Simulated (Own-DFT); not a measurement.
# Cleaving wurtzite AlN, m plane (10-10)

Everything here is calculated. The program is Own-DFT (plane waves, in-house, since retired, never reviewed by a person); positions were held fixed, and spin and spin-orbit coupling were off.

Keep in mind (not all hold for every row): some atoms lie very close together; forces not confirmed at this smearing and k mesh; k mesh not checked against a denser one.

Both sets of runs: PBE; PseudoDojo norm-conserving scalar-relativistic files; cutoff 42 hartree; Gaussian smearing of 0.01 eV. The slab has 128 atoms in 16 layers, two equal faces of 62.02 Å² as cut, 15 Å of vacuum, a dipole correction along the normal and a 6 x 3 x 1 mesh. The bulk cell has 72 atoms, the same measured lattice constants and a 4 x 4 x 3 mesh. All atoms were moved at random; u is the rms move along one axis. Energies are counted from -174.06 eV for each atom.

| slab run | u (Å) | E (eV, cell) |
|---|---|---|
| 1 | 0.0192 | 20.394 |
| 2 | 0.0193 | 20.370 |
| 3 | 0.0197 | 20.515 |
| 4 | 0.0202 | 20.522 |
| 5 | 0.0478 | 28.001 |
| 6 | 0.0490 | 28.630 |
| 7 | 0.0497 | 28.820 |
| 8 | 0.0979 | 59.623 |
| 9 | 0.0988 | 58.420 |
| 10 | 0.0992 | 54.052 |
| 11 | 0.0999 | 59.863 |
| 12 | 0.1024 | 57.023 |

```
bulk run   u (Å)  E (meV/atom)
       1  0.0192         -1.90
       2  0.0193         -1.43
       3  0.0201         -1.20
       4  0.0208         -1.62
       5  0.0210         -0.60
       6  0.0953        293.71
       7  0.1002        297.57
       8  0.1037        333.42
       9  0.1052        367.37
      10  0.1074        446.06
```

Asked: what is the energy of the unrelaxed surface?

## Answer

Take each set to u = 0 with E = a + b u². Rows are weighted down as u grows, with residuals divided by u² + 0.0006 Å². Slab: a = 18.94 ± 0.10 eV. Bulk: a = -15.2 ± 1.2 meV/atom. The excess is 18.94 - 128 x (-0.0152) = 20.89 ± 0.18 eV. Over two faces that is 168 meV/Å², or 2.70 ± 0.02 J/m². Relaxing the faces would lower the energy, and the unlike meshes and the reach from the smallest u down to zero add errors that aren't counted here.
